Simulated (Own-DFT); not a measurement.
# Point defects and the pressure they add: 2H SiC

Calculated, not measured: single-point runs of Own-DFT, a retired in-house plane-wave DFT program that no person has reviewed, on unrelaxed cells, without spin or spin-orbit coupling.

Method: PBE; PseudoDojo norm-conserving scalar-relativistic files; cutoff 42 hartree; 4 x 4 x 3 k mesh centred on Gamma; Fermi-Dirac smearing of 0.1 eV.

Keep in mind (not all hold for every row): some atoms lie very close together; not probed for a lower state with spin; forces on such cells passed a denser k mesh, each cell not checked; stress not checked against mesh or cutoff.

All runs share one cell, with vectors in Å (9.248, 0.000, 0.000); (-4.624, 8.009, 0.000); (0.000, 0.000, 10.068) and a volume of 745.7 Å³. The atoms are randomly displaced, by u rms on each axis. The defect's site can differ from row to row.

```
cell,formula,u (Å),P (GPa)
no defect,C36Si36,0.0279,3.78
no defect,C36Si36,0.0299,3.83
no defect,C36Si36,0.0556,6.28
one C on a Si site and one Si on a C site,C36Si36,0.0309,7.08
one C on a Si site and one Si on a C site,C36Si36,0.0467,8.49
one C on a Si site and one Si on a C site,C36Si36,0.0509,9.23
two Al on a Si site each,Al2C36Si34,0.0279,5.82
two Al on a Si site each,Al2C36Si34,0.0297,5.85
two Al on a Si site each,Al2C36Si34,0.0445,7.07
two Al on a Si site each,Al2C36Si34,0.0515,?
one Al on a Si site and one N on a C site,AlC35NSi35,0.0287,3.94
one Al on a Si site and one N on a C site,AlC35NSi35,0.0481,5.63
one Al on a Si site and one N on a C site,AlC35NSi35,0.0486,5.16
one Si on a C site,C35Si37,0.0300,10.38
one Si on a C site,C35Si37,0.0495,12.02
one Si on a C site,C35Si37,0.0519,12.00
```

## Analysis

P = P0 + c u² + a shift for each defect gives P0 = 2.94 GPa, c = 1069 ± 61 GPa/Å² and a scatter of 0.18 GPa. The shifts, and each times the cell's volume:

- one Si on a C site: 6.38 ± 0.15 GPa, 29.7 eV
- one C on a Si site and one Si on a C site: 3.29 ± 0.15 GPa, 15.3 eV
- two Al on a Si site each: 2.01 ± 0.15 GPa, 9.4 eV (4.7 eV for each of its 2 sites)
- one Al on a Si site and one N on a C site: 0.02 ± 0.15 GPa, 0.1 eV (not resolved)

Positive is outwards. The product with the volume (160.2 GPa Å³ to the eV) is nearly free of the cell's size; divided by the bulk modulus at the cell's pressure it gives the volume that the defect adds. The atoms around the defects weren't relaxed, which would change these numbers.

## Prediction

The question: what pressure belongs in the blank (two Al on a Si site each, u = 0.0515 Å)?

The fit gives 7.78 ± 0.23 GPa. The run itself gave 7.42 GPa.
